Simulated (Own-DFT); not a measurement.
Simulation results for AlGa₃N₄ (wurtzite random alloy, strained, atoms displaced)

All values are calculated (Own-DFT development build). A calculation, not a measurement: plane-wave PBE density functional theory by an unreviewed code, no spin, of a simulated periodic cell, stress positive in tension, free energy of the whole cell less one offset for each atom, forces on such cells passed a denser k mesh, this cell's mesh not checked; offsets are fitted by least squares, one for each functional and potential file, so energies compare only between cells with the same atoms and settings and are not formation energies; the far tail of each file's local potential was reset to the Coulomb form; each entry is a single point on an unrelaxed cell, so the pressure reflects the starting lattice, mostly measured values, from which strain is counted, and rises with the displacements; printed positions are rounded, which can move forces by about a meV/angstrom; the program is a retired in-house code; no spin-orbit coupling.

```cif
# cell vector a (Å): 9.6281 0.0000 0.0000
# cell vector b (Å): -4.8141 8.3382 0.0000
# cell vector c (Å): 0.0000 0.0000 10.2685
data_AlGa3N4
_symmetry_space_group_name_H-M 'P 1'
_symmetry_Int_Tables_number 1
_cell_length_a 9.6281
_cell_length_b 9.6281
_cell_length_c 10.2685
_cell_angle_alpha 90.000
_cell_angle_beta 90.000
_cell_angle_gamma 120.000
_cell_volume 824.37
loop_
_atom_site_label
_atom_site_type_symbol
_atom_site_fract_x
_atom_site_fract_y
_atom_site_fract_z
_atom_site_occupancy
Ga1 Ga 0.11248 0.23326 0.99086 1
Ga2 Ga 0.21785 0.11181 0.25429 1
N1 N 0.11894 0.21965 0.19049 1
N2 N 0.21268 0.10723 0.43462 1
Ga3 Ga 0.11859 0.22225 0.50000 1
Ga4 Ga 0.22470 0.10946 0.74771 1
N3 N 0.12156 0.21918 0.68682 1
N4 N 0.22399 0.11189 0.93383 1
Al1 Al 0.11905 0.55751 0.00105 1
Ga5 Ga 0.21346 0.44335 0.24430 1
N5 N 0.11337 0.56678 0.18840 1
N6 N 0.23183 0.44265 0.43869 1
Ga6 Ga 0.12298 0.56836 0.49959 1
Al2 Al 0.21532 0.44027 0.75019 1
N7 N 0.10272 0.55567 0.68617 1
N8 N 0.22447 0.44125 0.93770 1
Al3 Al 0.12896 0.89768 0.99576 1
Ga7 Ga 0.22271 0.76874 0.25084 1
N9 N 0.11240 0.89295 0.19115 1
N10 N 0.21867 0.77675 0.44255 1
Ga8 Ga 0.10545 0.88989 0.49374 1
Al4 Al 0.22435 0.77427 0.75713 1
N11 N 0.10199 0.89607 0.68949 1
N12 N 0.22518 0.77617 0.94138 1
Ga9 Ga 0.44955 0.22360 0.99726 1
Ga10 Ga 0.56489 0.10563 0.25448 1
N13 N 0.43264 0.21585 0.19411 1
N14 N 0.55375 0.12000 0.44203 1
Ga11 Ga 0.44582 0.22489 0.49310 1
Ga12 Ga 0.55463 0.10806 0.75452 1
N15 N 0.43789 0.21659 0.68412 1
N16 N 0.54293 0.10719 0.93706 1
Ga13 Ga 0.45054 0.55081 0.99255 1
Ga14 Ga 0.56059 0.46221 0.24752 1
N17 N 0.44238 0.55284 0.18339 1
N18 N 0.54811 0.43930 0.44098 1
Al5 Al 0.45821 0.57428 0.50221 1
Ga15 Ga 0.55989 0.43941 0.74510 1
N19 N 0.44520 0.56042 0.68599 1
N20 N 0.55472 0.43557 0.93698 1
Ga16 Ga 0.43879 0.88590 0.99476 1
Ga17 Ga 0.56823 0.78329 0.25163 1
N21 N 0.43806 0.88748 0.18930 1
N22 N 0.55831 0.77579 0.44021 1
Ga18 Ga 0.44729 0.89568 0.50493 1
Al6 Al 0.55355 0.77759 0.75723 1
N23 N 0.44839 0.88375 0.69076 1
N24 N 0.55570 0.78168 0.93015 1
Ga19 Ga 0.77799 0.20682 0.99808 1
Ga20 Ga 0.88107 0.11277 0.24916 1
N25 N 0.78073 0.22211 0.19035 1
N26 N 0.88639 0.10579 0.43901 1
Ga21 Ga 0.76886 0.22071 0.50047 1
Ga22 Ga 0.89522 0.10952 0.74823 1
N27 N 0.77133 0.22277 0.69286 1
N28 N 0.88465 0.12378 0.93855 1
Ga23 Ga 0.76922 0.55665 0.99650 1
Ga24 Ga 0.89162 0.43834 0.25775 1
N29 N 0.78111 0.55917 0.18508 1
N30 N 0.88485 0.43762 0.43575 1
Ga25 Ga 0.78809 0.55909 0.49775 1
Al7 Al 0.88931 0.44195 0.74778 1
N31 N 0.77442 0.54880 0.68697 1
N32 N 0.89536 0.44408 0.93125 1
Ga26 Ga 0.77100 0.88336 0.00079 1
Ga27 Ga 0.88455 0.76897 0.24312 1
N33 N 0.78675 0.88424 0.20007 1
N34 N 0.87646 0.77144 0.43128 1
Al8 Al 0.78106 0.89005 0.50498 1
Al9 Al 0.89349 0.78160 0.74583 1
N35 N 0.76932 0.89856 0.68663 1
N36 N 0.89331 0.78276 0.93273 1
_calc_functional 'PBE'
_calc_potential_files 'PseudoDojo norm-conserving, scalar-relativistic, standard set'
_calc_wave_cutoff 42  # hartree
_calc_occupations 'Fermi-Dirac'
_calc_smearing_width 0.1  # eV
_calc_k_mesh '4 x 4 x 3 centred on Gamma'
_calc_free_energy_of_cell_above_offsets '7.858'  # eV
_calc_pressure 3  # GPa
_calc_stress_xx -0.65  # GPa
_calc_stress_yy -2.51  # GPa
_calc_stress_zz -5.83  # GPa
_calc_stress_yz 0.3  # GPa
_calc_stress_xz 0.89  # GPa
_calc_stress_xy 0.56  # GPa
```

Force:
```
element  x (eV/Å)  y (eV/Å)  z (eV/Å)
     Ga     0.968    -2.759     1.821
     Ga     1.009     -0.72    -1.171
      N    -3.043     0.985    -1.395
      N     1.331    -0.112     1.395
     Ga    -1.338     0.442     -0.46
     Ga     0.245     0.207     0.247
      N    -2.042     1.557     0.901
      N    -0.242    -0.246     0.813
     Al    -1.384    -0.603    -0.497
     Ga     1.489    -0.254     0.915
      N     0.175    -2.861    -1.386
      N    -0.604     1.488     0.108
     Ga     0.272    -2.679     0.024
     Al     0.824     0.493    -1.176
      N     1.214     0.144     1.473
      N    -0.881     2.431    -0.987
     Al    -1.964    -0.363     1.176
     Ga    -1.259     2.922     0.614
      N     0.589    -1.097    -1.349
      N      0.42     1.501    -0.483
     Ga    -0.189    -0.288     0.402
     Al    -0.685     0.243    -1.593
      N     1.871    -1.974     -0.31
      N    -1.082    -0.836    -0.784
     Ga    -1.511    -0.747     2.012
     Ga    -2.745     0.566    -0.747
      N     2.225     1.234    -0.746
      N     1.075    -1.889    -0.531
     Ga    -1.677    -0.089     0.553
     Ga    -0.485     0.195    -1.323
      N     1.147     0.259     0.176
      N     2.032    -0.342     0.776
     Ga    -0.761     0.388     0.493
     Ga     0.637    -2.732     0.843
      N    -0.798     1.399     -0.33
      N     0.143     2.448    -0.235
     Al    -0.182    -3.164    -0.082
     Ga    -1.342    -0.102    -0.469
      N    -0.478     0.011     1.102
      N     -0.32     1.065    -0.751
     Ga     0.975      0.66      1.27
     Ga    -1.561    -0.987    -0.277
      N     1.928     0.005    -0.211
      N    -0.004     1.738     0.208
     Ga      0.15    -0.514    -0.608
     Al     0.573    -0.235    -2.919
      N    -1.461    -0.399     1.071
      N     0.139     -0.61     1.982
     Ga    -4.931     3.627     0.982
     Ga     2.988    -0.612     0.754
      N    -0.647     0.135    -0.828
      N    -0.403     0.116      0.63
     Ga     1.603    -0.149     0.878
     Ga    -0.873     0.992    -0.355
      N     1.134     0.572    -0.341
      N     4.699    -3.348     -1.33
     Ga     2.448     0.147    -0.332
     Ga    -0.911     1.033    -2.204
      N     0.226     -1.68    -0.052
      N     0.786     0.878     1.437
     Ga     -1.49    -0.999    -0.014
     Al    -0.669    -0.093      0.17
      N     1.309     1.599     0.487
      N     0.121     0.293     1.097
     Ga      1.21      0.81      0.08
     Ga     2.046     1.143     0.546
      N    -2.181     1.413     -2.38
      N     0.379      0.92     1.492
     Al    -0.562     0.068    -1.095
     Al    -1.358    -0.731     0.296
      N     1.446    -2.126     0.383
      N     0.239     0.212     0.143
```
